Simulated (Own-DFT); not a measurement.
# How strain changes the stress of wurtzite AlGaN with randomly placed atoms, 72 atoms (Al9Ga27N36)

Calculated results; nothing here was measured. The program, named Own-DFT, is a retired in-house plane-wave density functional code that no person has reviewed. Each row is one single-point run on a periodic cell that was not relaxed, without spin or spin-orbit coupling.

Settings of every run: PBE; PseudoDojo norm-conserving scalar-relativistic files (stringent for Ga); cutoff 96 hartree; 4 x 4 x 3 k mesh centred on Gamma; Gaussian smearing of 0.01 eV.

Known limits: forces on such cells passed a denser k mesh, each cell not checked; stress not checked against mesh or cutoff.

Unstrained cell vectors in Å: (9.509, 0.000, 0.000); (-4.755, 8.235, 0.000); (0.000, 0.000, 10.268). The unstrained cell has measured lattice constants (interpolated for alloys), not those of this functional. That, the random moves and any unrelaxed bonds set the pressure at no strain. Each run strains this cell uniformly, with the atoms carried along. Every atom was also moved at random, by a Gaussian of width 0.05 Å on each axis. The random placing of the alloy's atoms differs from row to row. Strain is the symmetric tensor, in per cent. Stress is positive in tension, and the pressure is minus a third of its trace.

```
run  e_xx (%)  e_yy (%)  e_zz (%)  s_xx (GPa)  s_yy (GPa)  s_zz (GPa)  P (GPa)  E (meV/atom)
  1      0.50      0.50      0.00       -6.06       -3.54       -6.49     5.36          16.7
  2      2.00      2.00      0.00        3.58        3.33       -5.37    -0.51           0.0
  3     -3.00     -3.00      0.00      -27.59      -23.19      -13.32    21.36          77.8
  4      3.00      3.00      0.00        6.98        7.65       -2.86    -3.92           2.8
  5     -2.50     -2.50      0.00      -21.70      -23.28      -11.57    18.85          62.2
  6      1.50      1.50      0.00       -0.54        0.99       -4.30     1.29           9.8
  7     -0.25     -0.25      0.00       -8.23       -6.38       -8.77     7.79           1.6
  8     -1.25     -1.25      0.00      -17.36      -12.34       -9.33    13.01          41.3
  9      1.25      1.25      0.00           ?           ?           ?        ?             ?
```

E is the free energy for each atom above the lowest run shown.

## Worked fit

The change of volume is close to e_xx + e_yy + e_zz. A straight line through the runs shown gives P = 7.99 - 213 x (fractional change of volume) GPa, with an error of 7 on the slope and a scatter of 0.80 GPa. The strain isn't the same on all axes and the cell isn't cubic, so the slope belongs to this path and is not the bulk modulus.

## Withheld run

Question: what pressure should run 9 give? Its volume changes by 2.52 %.

The line gives 2.6 GPa. The calculation gave 2.40 GPa.
